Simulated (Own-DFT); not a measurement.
# Computed records: GaP (zincblende, atoms displaced)

All values are calculated (Own-DFT development build). A calculation, not a measurement: plane-wave PBE density functional theory by an unreviewed code, no spin, of a simulated periodic cell, stress positive in tension, free energy of the whole cell less one offset for each atom, forces on such cells passed a denser k mesh, this cell's mesh not checked; offsets are fitted by least squares, one for each functional and potential file, so energies compare only between cells with the same atoms and settings and are not formation energies; the far tail of each file's local potential was reset to the Coulomb form; each entry is a single point on an unrelaxed cell, so the pressure reflects the starting lattice, mostly measured values (interpolated for alloys), from which strain is counted, and rises with the displacements; printed positions are rounded, which can move forces by about a meV/angstrom; the program, named Own-DFT, is a retired in-house code; no spin-orbit coupling.

Common to all runs: functional PBE; potential files PseudoDojo norm-conserving, scalar-relativistic, standard set; wave cutoff 42 hartree; occupations Fermi-Dirac; smearing width 0.1 eV; k mesh 3 x 3 x 3 centred on Gamma.

```json
{"entry": 1, "formula": "GaP", "kind": "zincblende, atoms displaced", "structure": {"cell_angstrom": [[10.901, 0.0, 0.0], [0.0, 10.901, 0.0], [0.0, 0.0, 10.901]], "atoms_fractional": [["Ga", 0.99745, 0.00427, 0.00157], ["Ga", 0.00344, 0.24988, 0.25232], ["Ga", 0.2458, 0.00705, 0.25932], ["Ga", 0.2571, 0.24464, 0.0023], ["P", 0.12407, 0.12614, 0.1202], ["P", 0.11784, 0.37851, 0.37854], ["P", 0.37109, 0.12064, 0.36988], ["P", 0.38117, 0.37581, 0.13287], ["Ga", 0.00852, 0.9959, 0.50316], ["Ga", 0.99695, 0.24781, 0.74926], ["Ga", 0.2485, 0.00352, 0.74629], ["Ga", 0.24963, 0.24442, 0.49895], ["P", 0.11663, 0.12881, 0.62145], ["P", 0.11834, 0.38557, 0.8741], ["P", 0.37435, 0.13362, 0.8754], ["P", 0.37471, 0.37626, 0.61687], ["Ga", 0.00281, 0.50139, 0.99447], ["Ga", 0.00068, 0.75431, 0.24639], ["Ga", 0.2482, 0.49908, 0.25586], ["Ga", 0.24997, 0.75368, 0.99744], ["P", 0.12834, 0.62091, 0.12491], ["P", 0.12059, 0.87586, 0.37139], ["P", 0.37252, 0.61879, 0.37757], ["P", 0.36922, 0.87556, 0.11604], ["Ga", 0.00748, 0.49866, 0.49986], ["Ga", 0.00399, 0.75662, 0.74968], ["Ga", 0.24784, 0.49983, 0.75333], ["Ga", 0.25492, 0.75361, 0.50617], ["P", 0.12286, 0.62442, 0.6262], ["P", 0.12693, 0.87261, 0.87879], ["P", 0.37365, 0.62841, 0.86983], ["P", 0.37761, 0.87658, 0.62494], ["Ga", 0.50156, 0.99668, 0.00293], ["Ga", 0.50585, 0.25158, 0.24727], ["Ga", 0.74854, 0.00115, 0.24197], ["Ga", 0.75988, 0.25177, 0.00842], ["P", 0.62817, 0.12597, 0.12672], ["P", 0.62503, 0.37287, 0.3783], ["P", 0.87034, 0.13239, 0.37293], ["P", 0.86708, 0.37681, 0.12245], ["Ga", 0.49502, 0.99265, 0.49818], ["Ga", 0.49584, 0.25165, 0.74981], ["Ga", 0.74984, 0.99975, 0.75468], ["Ga", 0.74668, 0.24876, 0.49538], ["P", 0.62476, 0.12446, 0.61672], ["P", 0.62481, 0.37352, 0.87447], ["P", 0.86729, 0.11713, 0.87578], ["P", 0.87069, 0.36958, 0.63214], ["Ga", 0.49669, 0.49894, 0.01326], ["Ga", 0.50217, 0.75322, 0.24607], ["Ga", 0.74319, 0.50217, 0.25513], ["Ga", 0.75024, 0.75102, 0.99857], ["P", 0.62405, 0.6215, 0.12284], ["P", 0.62687, 0.8764, 0.37536], ["P", 0.86986, 0.62653, 0.38762], ["P", 0.87731, 0.86551, 0.12469], ["Ga", 0.4931, 0.5025, 0.50352], ["Ga", 0.50188, 0.75364, 0.74501], ["Ga", 0.7563, 0.50048, 0.74301], ["Ga", 0.75303, 0.7505, 0.49984], ["P", 0.62862, 0.62745, 0.62562], ["P", 0.63105, 0.87224, 0.87178], ["P", 0.87686, 0.62421, 0.87254], ["P", 0.8734, 0.87857, 0.62309]]}, "results": {"free_energy_of_cell_above_offsets [eV]": "-33.256", "pressure [GPa]": 3.3, "stress_xx [GPa]": -3.3, "stress_yy [GPa]": -3.36, "stress_zz [GPa]": -3.25, "stress_yz [GPa]": -0.7, "stress_xz [GPa]": -0.22, "stress_xy [GPa]": -0.33, "force_element": ["Ga", "Ga", "Ga", "Ga", "P", "P", "P", "P", "Ga", "Ga", "Ga", "Ga", "P", "P", "P", "P", "Ga", "Ga", "Ga", "Ga", "P", "P", "P", "P", "Ga", "Ga", "Ga", "Ga", "P", "P", "P", "P", "Ga", "Ga", "Ga", "Ga", "P", "P", "P", "P", "Ga", "Ga", "Ga", "Ga", "P", "P", "P", "P", "Ga", "Ga", "Ga", "Ga", "P", "P", "P", "P", "Ga", "Ga", "Ga", "Ga", "P", "P", "P", "P"], "force_x [eV/angstrom]": [-0.006, -0.745, -0.483, -0.834, 0.133, 1.244, 1.163, -1.36, -1.508, -0.227, -0.135, -0.118, 1.074, 1.108, 0.4, -0.749, -1.064, 0.012, -0.085, -0.021, -0.189, 0.892, 0.238, 0.356, -1.578, -0.6, 0.333, -0.749, 0.518, -0.354, 0.463, -0.471, 0.178, -0.113, 0.636, -1.493, -0.443, -0.683, 0.873, 1.797, 0.623, 0.743, -0.497, 0.353, -0.559, 0.159, 1.071, 0.604, 0.23, -0.447, 0.542, 0.136, 0.327, -0.046, 1.184, -0.527, 1.266, 0.185, -0.868, -0.75, -0.442, -0.987, -0.052, 0.342], "force_y [eV/angstrom]": [-0.858, 0.34, -1.034, 1.519, 0.127, -1.023, 0.97, -0.428, 0.413, 0.145, 0.123, 0.568, -0.241, -2.215, -1.551, -0.523, 0.44, -1.501, -0.258, -1.122, 0.498, -0.314, 1.443, 0.442, 0.375, -0.453, 0.125, -0.67, 0.474, 1.149, -0.288, 0.21, 0.469, -0.421, -0.381, -0.642, -0.06, 0.617, -1.349, 1.057, 0.855, 0.252, -0.014, 0.284, -0.381, 0.332, 1.197, 0.039, 0.105, -0.285, -0.016, -0.871, 0.919, -0.179, -0.661, 1.398, 0.058, -0.532, 0.112, 0.618, -0.192, 0.272, 0.561, -0.044], "force_z [eV/angstrom]": [-0.25, -0.587, -1.697, 0.164, 0.767, -0.647, 0.771, -0.104, -0.696, 0.902, 0.518, -0.261, 0.52, -0.166, -0.454, 1.206, 1.098, 0.685, -0.247, -0.043, 0.016, 0.558, -0.341, 1.586, 0.997, -0.081, -0.707, -0.713, 0.018, -0.534, 0.681, 0.44, -0.641, 0.711, 0.889, -1.504, -0.758, 0.009, -0.106, 1.208, -0.351, -0.579, -1.378, 0.658, 0.938, 0.379, 0.428, -1.567, -1.996, 0.151, 0.013, -0.141, 0.411, -0.389, -1.688, -0.36, -0.295, 0.534, 1.111, 0.494, -0.329, 0.428, -0.072, 0.393]}}
{"entry": 2, "formula": "GaP", "kind": "zincblende, atoms displaced", "structure": {"cell_angstrom": [[10.901, 0.0, 0.0], [0.0, 10.901, 0.0], [0.0, 0.0, 10.901]], "atoms_fractional": [["Ga", 0.00591, 0.9969, 0.00451], ["Ga", 0.99961, 0.24546, 0.25177], ["Ga", 0.24658, 0.00316, 0.24945], ["Ga", 0.24722, 0.25297, 0.9961], ["P", 0.12057, 0.12833, 0.12958], ["P", 0.11847, 0.37676, 0.37531], ["P", 0.38403, 0.13091, 0.37441], ["P", 0.37331, 0.38031, 0.11964], ["Ga", 0.9978, 0.00149, 0.49692], ["Ga", 6e-05, 0.26188, 0.75135], ["Ga", 0.25986, 0.99932, 0.74977], ["Ga", 0.24908, 0.24201, 0.49772], ["P", 0.12737, 0.12318, 0.62916], ["P", 0.12813, 0.37549, 0.87125], ["P", 0.37493, 0.1281, 0.8769], ["P", 0.38139, 0.37547, 0.62008], ["Ga", 0.9971, 0.49046, 0.00221], ["Ga", 0.00272, 0.75799, 0.24307], ["Ga", 0.25077, 0.49839, 0.24701], ["Ga", 0.24794, 0.74077, 0.00257], ["P", 0.12047, 0.6258, 0.12038], ["P", 0.13136, 0.87738, 0.37375], ["P", 0.37427, 0.62556, 0.38116], ["P", 0.37378, 0.87425, 0.11816], ["Ga", 0.99932, 0.4996, 0.50153], ["Ga", 0.00441, 0.75429, 0.74338], ["Ga", 0.25133, 0.50542, 0.7462], ["Ga", 0.25137, 0.74938, 0.50023], ["P", 0.12511, 0.62569, 0.62206], ["P", 0.13141, 0.87374, 0.87345], ["P", 0.36671, 0.62672, 0.87544], ["P", 0.37422, 0.87222, 0.63043], ["Ga", 0.5013, 0.9986, 0.00015], ["Ga", 0.5018, 0.25244, 0.24425], ["Ga", 0.75034, 0.00367, 0.24096], ["Ga", 0.74577, 0.24612, 0.99418], ["P", 0.61913, 0.12977, 0.1246], ["P", 0.61612, 0.3732, 0.37773], ["P", 0.87398, 0.12558, 0.36749], ["P", 0.87502, 0.37237, 0.11879], ["Ga", 0.49994, 0.00107, 0.50684], ["Ga", 0.49706, 0.25142, 0.75555], ["Ga", 0.75108, 0.99698, 0.74482], ["Ga", 0.74594, 0.25444, 0.50061], ["P", 0.63073, 0.11504, 0.63004], ["P", 0.62447, 0.3817, 0.87179], ["P", 0.87877, 0.11976, 0.87644], ["P", 0.86199, 0.3716, 0.61546], ["Ga", 0.50244, 0.50408, 0.99169], ["Ga", 0.49955, 0.74587, 0.24913], ["Ga", 0.74679, 0.50053, 0.2468], ["Ga", 0.74687, 0.74542, 0.00079], ["P", 0.62947, 0.6273, 0.12506], ["P", 0.62996, 0.87886, 0.38196], ["P", 0.87397, 0.62284, 0.37424], ["P", 0.86708, 0.88291, 0.12226], ["Ga", 0.4969, 0.49613, 0.50627], ["Ga", 0.49938, 0.75302, 0.75018], ["Ga", 0.75089, 0.49522, 0.74532], ["Ga", 0.75052, 0.75715, 0.50639], ["P", 0.63315, 0.62541, 0.62762], ["P", 0.63315, 0.8678, 0.87464], ["P", 0.86946, 0.62576, 0.87545], ["P", 0.87893, 0.87048, 0.62225]]}, "results": {"free_energy_of_cell_above_offsets [eV]": "-33.909", "pressure [GPa]": 3.08, "stress_xx [GPa]": -3.08, "stress_yy [GPa]": -3.07, "stress_zz [GPa]": -3.09, "stress_yz [GPa]": 0.0, "stress_xz [GPa]": 0.22, "stress_xy [GPa]": 0.05, "force_element": ["Ga", "Ga", "Ga", "Ga", "P", "P", "P", "P", "Ga", "Ga", "Ga", "Ga", "P", "P", "P", "P", "Ga", "Ga", "Ga", "Ga", "P", "P", "P", "P", "Ga", "Ga", "Ga", "Ga", "P", "P", "P", "P", "Ga", "Ga", "Ga", "Ga", "P", "P", "P", "P", "Ga", "Ga", "Ga", "Ga", "P", "P", "P", "P", "Ga", "Ga", "Ga", "Ga", "P", "P", "P", "P", "Ga", "Ga", "Ga", "Ga", "P", "P", "P", "P"], "force_x [eV/angstrom]": [-0.169, -0.348, 1.073, 0.028, 0.859, 0.857, -0.682, 0.42, 0.327, -0.63, -0.822, -0.04, -0.427, -0.112, 0.104, -1.513, 0.241, -0.619, -0.465, -0.101, -0.077, -0.634, 0.222, -0.125, -0.507, -0.187, 0.136, -0.14, -0.114, -0.219, 1.219, 0.241, 0.221, -0.646, -0.796, 0.318, 0.547, 0.719, -0.501, -0.733, -0.032, 0.618, 1.02, -0.747, -0.937, 0.125, -0.077, 2.052, -0.334, 0.098, 0.432, 0.728, -1.046, -0.633, 0.12, 0.9, 1.005, 0.406, 0.158, 0.089, -1.233, -0.93, 1.136, 0.157], "force_y [eV/angstrom]": [0.057, 1.079, 0.154, -0.359, -0.152, -0.472, -0.864, -0.353, 0.063, -1.182, 0.312, 0.778, 0.128, 0.762, -0.384, -0.876, 1.103, -0.339, 0.487, 1.001, -0.619, -0.172, -0.456, -0.147, 0.121, -0.52, -0.662, 0.287, -0.141, 0.075, -0.084, 0.137, -0.14, 0.546, 0.241, 0.216, -0.54, 0.454, -0.002, -0.669, -0.225, -0.071, -0.594, -1.68, 1.706, -0.895, 0.425, 0.772, 0.332, 0.742, -0.57, 0.382, -0.488, -0.006, 0.757, -1.165, 1.309, -0.786, 0.637, -1.073, 0.082, 0.982, -0.466, 1.028], "force_z [eV/angstrom]": [-0.538, -0.122, -0.049, 0.59, -0.784, -0.097, -0.15, -0.067, 0.027, -0.527, 0.403, -0.016, -0.139, 0.08, 0.179, 1.087, -0.88, 0.578, 0.502, -0.203, 0.609, 0.225, -0.697, 0.811, -0.238, 1.035, -0.23, 0.006, 0.067, 0.245, -0.452, -0.932, -0.469, 0.255, 1.059, -0.043, -0.477, -0.586, 0.968, 0.974, -0.46, -0.613, 0.992, -1.055, -0.38, 0.062, -0.465, 1.239, 0.616, 0.451, 0.53, 0.03, -0.02, -1.006, -0.112, -0.426, -0.611, 0.348, 0.452, -0.912, -0.276, -0.11, -0.447, 0.171]}}
```
